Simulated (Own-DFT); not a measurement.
# Same atoms, different arrangement: Ga48P48, 96 atoms

Calculated results; nothing here was measured. The program, named Own-DFT, is a retired in-house plane-wave density functional code that no person has reviewed. Each row is one single-point run on a periodic cell that was not relaxed, without spin or spin-orbit coupling.

Settings of every run: PBE; PseudoDojo norm-conserving scalar-relativistic files; cutoff 42 hartree; 2 x 3 x 3 k mesh centred on Gamma; Fermi-Dirac smearing of 0.1 eV.

Known limits, some of them of some rows only: not probed for a lower state with spin; forces on such cells failed a check on a denser k mesh; forces on such cells passed a denser k mesh, each cell not checked; stress not checked against mesh or cutoff.

All cells hold the same atoms in the same cell, with vectors in Å (16.352, 0.000, 0.000); (0.000, 10.901, 0.000); (0.000, 0.000, 10.901). Every atom was moved at random from its ideal site; u is the rms move along one axis. The defect's site can differ from row to row. E is the free energy of the cell above the lowest run. The arrangements:

- A: zincblende GaP
- B: zincblende GaP, with one Ga on a P site and one P on a Ga site, 2.4 Å apart

| arrangement | u (Å) | E (eV) | P (GPa) |
|---|---|---|---|
| A | 0.0197 | 0.000 | 2.71 |
| A | 0.0206 | 0.165 | 2.74 |
| A | 0.0207 | 0.153 | 2.73 |
| A | 0.0468 | 3.027 | 3.17 |
| A | 0.0496 | 3.117 | 3.15 |
| A | 0.0514 | 4.069 | 3.38 |
| B | 0.0283 | 3.840 | 2.92 |
| B | 0.0302 | 4.023 | 2.94 |
| B | 0.0309 | 4.035 | 2.95 |
| B | 0.0463 | 5.782 | 3.21 |
| B | 0.0475 | 6.411 | 3.31 |
| B | 0.0486 | 6.420 | 3.37 |

Question: once the cost of the random moves is taken out, how do the arrangements rank?

## Worked answer

Fit E = a + b u², with one b for all and one a for each arrangement, and with residuals divided by u², since the noise grows with the moves. Then b = 1640 eV/Å², the scatter at u = 0.04 Å is 0.17 eV, and against A:

- B: 3.08 ± 0.07 eV (higher)

These are energies of unrelaxed cells. Relaxing the atoms lowers the strained arrangements most, so the gaps would shrink and small ones could change sign.
